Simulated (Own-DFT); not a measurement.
# Biaxial strain at fixed height in wurtzite AlN, 72 atoms (Al36N36)

Calculated, not measured: single-point runs of Own-DFT, a retired in-house plane-wave DFT program that no person has reviewed, on unrelaxed cells, without spin or spin-orbit coupling.

All runs used: PBE; PseudoDojo norm-conserving scalar-relativistic files; cutoff 42 hartree; 3 x 3 x 2 k mesh centred on Gamma; Fermi-Dirac smearing of 0.1 eV.

Caveats: forces on such cells moved up to 12 meV/angstrom on a denser k mesh; stress not checked against mesh or cutoff.

Unstrained cell vectors in Å: (9.336, 0.000, 0.000); (-4.668, 8.085, 0.000); (0.000, 0.000, 9.964). The unstrained cell has measured lattice constants (interpolated for alloys), not those of this functional. That, the random moves and any unrelaxed bonds set the pressure at no strain. Each run strains x and y alike by e, as a substrate would, and holds the height along z. Each coordinate of each atom was shifted by a normal deviate of width 0.05 Å. Stress is positive in tension.

| e (%) | u (Å) | (s_xx + s_yy)/2 (GPa) | s_zz (GPa) |
|---|---|---|---|
| -3.00 | 0.053 | -26.51 | -9.80 |
| -2.75 | 0.051 | ? | ? |
| -2.50 | 0.052 | -21.93 | -9.72 |
| -2.00 | 0.047 | -19.02 | -7.65 |
| -1.50 | 0.051 | -14.34 | -9.98 |
| -1.25 | 0.052 | -13.72 | -7.18 |
| -0.75 | 0.047 | -9.93 | -6.66 |
| 1.75 | 0.052 | 3.03 | -2.62 |
| 2.75 | 0.048 | 8.53 | -3.59 |
| 3.00 | 0.048 | 10.07 | -2.32 |

## Fit

With e as a fraction, the in-plane stress is -5.6 + 594 e - 2944 e² GPa (errors 10 and 694, scatter 0.62), and s_zz is -6.1 + 127 e GPa (slope ± 17, scatter 1.07). At e = 0 the first slope is C11 + C12 and the second 2 C13, both with the ions held to the strained lattice and at the cell's own pressure. The term in e² is negative: the layer stiffens under compression and softens under tension. A free layer would change its height as e changes, and the in-plane slope would drop by 2 C13²/C33 to the biaxial modulus. At fixed height, a misfit of 1 % moves the in-plane stress by about 5.9 GPa and s_zz by 1.3 GPa.

## Check

Asked: what are the two stresses at e = -2.75 %?

The fit gives -24.2 and -9.6 GPa. The run itself gave -23.30 and -10.63 GPa.
